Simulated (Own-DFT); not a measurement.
# Response to strain: 2H SiC, 72 atoms (C36Si36)

All numbers below are calculated, not measured. The program, named Own-DFT, is a retired in-house plane-wave density functional code that no person has reviewed. Each row is one single-point run on a periodic cell that was not relaxed, without spin or spin-orbit coupling.

Settings of every run: PBE; PseudoDojo norm-conserving scalar-relativistic files; cutoff 42 hartree; 4 x 4 x 3 k mesh centred on Gamma; Fermi-Dirac smearing of 0.1 eV.

Known limits: forces on such cells passed a denser k mesh, each cell not checked; stress not checked against mesh or cutoff.

Unstrained cell vectors in Å: (9.248, 0.000, 0.000); (-4.624, 8.009, 0.000); (0.000, 0.000, 10.068). The unstrained cell has measured lattice constants (interpolated for alloys), not those of this functional. That, the random moves and any unrelaxed bonds set the pressure at no strain. Each run strains this cell uniformly, with the atoms carried along. Every atom was also moved at random, by a Gaussian of width 0.05 Å on each axis. Strain is the symmetric tensor, in per cent. Stress is positive in tension, and the pressure is minus a third of its trace.

| run | e_xx (%) | e_yy (%) | e_zz (%) | e_yz (%) | e_xz (%) | e_xy (%) | s_xx (GPa) | s_yy (GPa) | s_zz (GPa) | s_yz (GPa) | s_xz (GPa) | s_xy (GPa) | P (GPa) | E (meV/atom) |
|---|---|---|---|---|---|---|---|---|---|---|---|---|---|---|
| 1 | 1.06 | 0.19 | -1.77 | 0.74 | -1.01 | 0.95 | 0.33 | -3.61 | -18.01 | 3.38 | -3.58 | 4.32 | 7.09 | 32.0 |
| 2 | 1.67 | 0.97 | 1.18 | -1.81 | -0.15 | -1.61 | 4.82 | 2.02 | 0.32 | -5.75 | 0.06 | -5.95 | -2.39 | 21.3 |
| 3 | -0.15 | 0.73 | -0.05 | -0.46 | -0.58 | -0.98 | -3.41 | -1.12 | -7.08 | -1.04 | -2.67 | -4.39 | 3.87 | 0.0 |
| 4 | -0.84 | 0.40 | -1.03 | -0.58 | 0.05 | -0.19 | -9.12 | -2.19 | -14.84 | -2.07 | 0.29 | 1.01 | 8.72 | 10.5 |
| 5 | 0.95 | -0.40 | -1.87 | 1.37 | -0.65 | 0.80 | -1.08 | -5.47 | -19.47 | 3.94 | -1.95 | 5.20 | 8.67 | 28.1 |
| 6 | 1.22 | 1.32 | 0.03 | -1.50 | -0.23 | 1.81 | 3.34 | 2.46 | -5.16 | -4.33 | -0.73 | 7.56 | -0.21 | 15.6 |
| 7 | -0.54 | 0.19 | -1.43 | -1.94 | -1.57 | -0.69 | -7.95 | -5.48 | -16.59 | -6.57 | -4.89 | -2.51 | 10.01 | 34.9 |
| 8 | 1.29 | 0.12 | -0.01 | -0.82 | 1.42 | -1.08 | 1.91 | -4.55 | -6.41 | -2.92 | 4.71 | -4.99 | 3.02 | 37.5 |
| 9 | 1.37 | -0.64 | -1.91 | 0.46 | 0.67 | -0.57 | 3.35 | -7.60 | -20.59 | 2.96 | 1.24 | -1.34 | 8.28 | 16.7 |
| 10 | 0.47 | -1.17 | 1.31 | -1.44 | 1.95 | -0.70 | -3.13 | -10.08 | 0.89 | -5.68 | 5.74 | -2.91 | 4.11 | 15.2 |
| 11 | 1.98 | -1.07 | -0.59 | -1.30 | 0.56 | -1.31 | 5.38 | -9.25 | -9.63 | -3.73 | 1.84 | -5.69 | 4.50 | 21.4 |
| 12 | 1.12 | -0.24 | 0.01 | -1.45 | -1.58 | 1.71 | 2.24 | -5.72 | -8.67 | -3.86 | -5.28 | 7.36 | 4.05 | 41.6 |
| 13 | 0.63 | -0.31 | -1.25 | 1.61 | 0.37 | 1.48 | -4.48 | -5.85 | -15.56 | 4.14 | 0.24 | 8.20 | 8.63 | 46.9 |
| 14 | 0.67 | -1.99 | -1.61 | 1.98 | -0.49 | -1.15 | -4.01 | -16.31 | -18.43 | 7.18 | -0.31 | -4.33 | 12.92 | 55.5 |
| 15 | 1.57 | -1.84 | -1.56 | -0.80 | 0.47 | -0.67 | 0.10 | -13.69 | -16.60 | -2.43 | 1.66 | -4.27 | 10.06 | 43.3 |
| 16 | -0.84 | 0.55 | -1.27 | 1.94 | 1.43 | -0.85 | -9.00 | -2.33 | -17.29 | 7.30 | 3.80 | -2.53 | 9.54 | 39.7 |
| 17 | 1.08 | -1.39 | -0.10 | 0.62 | 1.48 | -0.80 | ? | ? | ? | ? | ? | ? | ? | ? |

E is the free energy for each atom above the lowest run shown.

## Worked fit

Each stress component was fitted by least squares to a constant and the strains of the runs shown, as fractions, with shears doubled. Shear strains stay in the fit of a normal stress only where such slopes are resolved. The slopes, in GPa:

| stress | at no strain | per e_xx | per e_yy | per e_zz | scatter |
|---|---|---|---|---|---|
| s_xx | -4.7 | 537 ± 37 | 115 ± 35 | 35 ± 31 | 1.16 |
| s_yy | -4.8 | 54 ± 25 | 534 ± 24 | 16 ± 21 | 0.79 |
| s_zz | -7.7 | 69 ± 30 | 32 ± 29 | 646 ± 26 | 0.95 |

Each shear stress against twice its own strain: yz 167 ± 11, xz 144 ± 9, xy 216 ± 12 GPa. These are stiffnesses along x, y and z of the frame in which the cell vectors are given, which need not be the crystal's axes. The atoms are held to the strained lattice; where symmetry lets them move under strain, relaxing them would lower some slopes. The table should be nearly symmetric about its diagonal, and what it lacks of that shows the noise. A ninth of its sum, 226 ± 6 GPa, estimates the bulk modulus near the mean pressure of these runs, 6.3 GPa, so it lies above the value at zero pressure.

## Withheld run

Question: what normal stresses and pressure should run 17 give?

The fit gives s_xx = -0.5, s_yy = -11.6, s_zz = -8.1 and P = 6.8 GPa. The calculation gave -1.09, -10.75, -7.79 and P = 6.54 GPa.
